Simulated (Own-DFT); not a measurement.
# Which defects push the lattice out? zincblende GaAs

Everything here is calculated. The program is Own-DFT (plane waves, in-house, since retired, never reviewed by a person); positions were held fixed, and spin and spin-orbit coupling were off.

Settings: PBE; PseudoDojo norm-conserving scalar-relativistic files; cutoff 42 hartree; 3 x 3 x 3 k mesh centred on Gamma; Fermi-Dirac smearing of 0.1 eV.

Caveats (not all hold for every row): not probed for a lower state with spin; forces on such cells failed a check on a denser k mesh; forces not confirmed at this smearing and k mesh; forces on such cells passed a denser k mesh, each cell not checked; stress not checked against mesh or cutoff.

All runs share one cell, with vectors in Å (11.307, 0.000, 0.000); (0.000, 11.307, 0.000); (0.000, 0.000, 11.307) and a volume of 1445.4 Å³. u is the rms random offset of the atoms per axis. The defect's site can differ from row to row.

```
                    cell     formula   u (Å)  P (GPa)
               no defect    As32Ga32  0.0179     3.49
               no defect    As32Ga32  0.0486     3.93
               no defect    As32Ga32  0.0496     3.93
     one As on a Ga site    As33Ga31  0.0325     4.28
     one As on a Ga site    As33Ga31  0.0471     4.49
     one As on a Ga site    As33Ga31  0.0530     4.77
     one Al on a Ga site  AlAs32Ga31  0.0467     3.87
     one Al on a Ga site  AlAs32Ga31  0.0483     3.93
     one Al on a Ga site  AlAs32Ga31  0.0491     3.88
two As on a Ga site each    As34Ga30  0.0278     4.76
two As on a Ga site each    As34Ga30  0.0312     4.84
two As on a Ga site each    As34Ga30  0.0315     4.82
     one P on an As site   As31Ga32P  0.0290        ?
     one P on an As site   As31Ga32P  0.0295     3.34
     one P on an As site   As31Ga32P  0.0310     3.35
     one P on an As site   As31Ga32P  0.0322     3.36
```

## Analysis

P = P0 + c u² + a shift for each defect gives P0 = 3.39 GPa, c = 229 ± 19 GPa/Å² and a scatter of 0.04 GPa. The shifts, and each times the cell's volume:

- two As on a Ga site each: 1.20 ± 0.04 GPa, 10.9 eV (5.4 eV for each of its 2 sites)
- one As on a Ga site: 0.65 ± 0.03 GPa, 5.9 eV
- one Al on a Ga site: -0.03 ± 0.04 GPa, -0.3 eV (not resolved)
- one P on an As site: -0.26 ± 0.04 GPa, -2.4 eV

Against the defect-free cell, a freed cell would be larger where the shift is positive and smaller where it is negative (160.2 GPa Å³ is 1 eV). The atoms around the defects weren't relaxed, which would change these numbers.

## The run left out

The question: what pressure belongs in the blank (one P on an As site, u = 0.0290 Å)?

Estimate: 3.33 ± 0.05 GPa. The calculation gave 3.37 GPa.
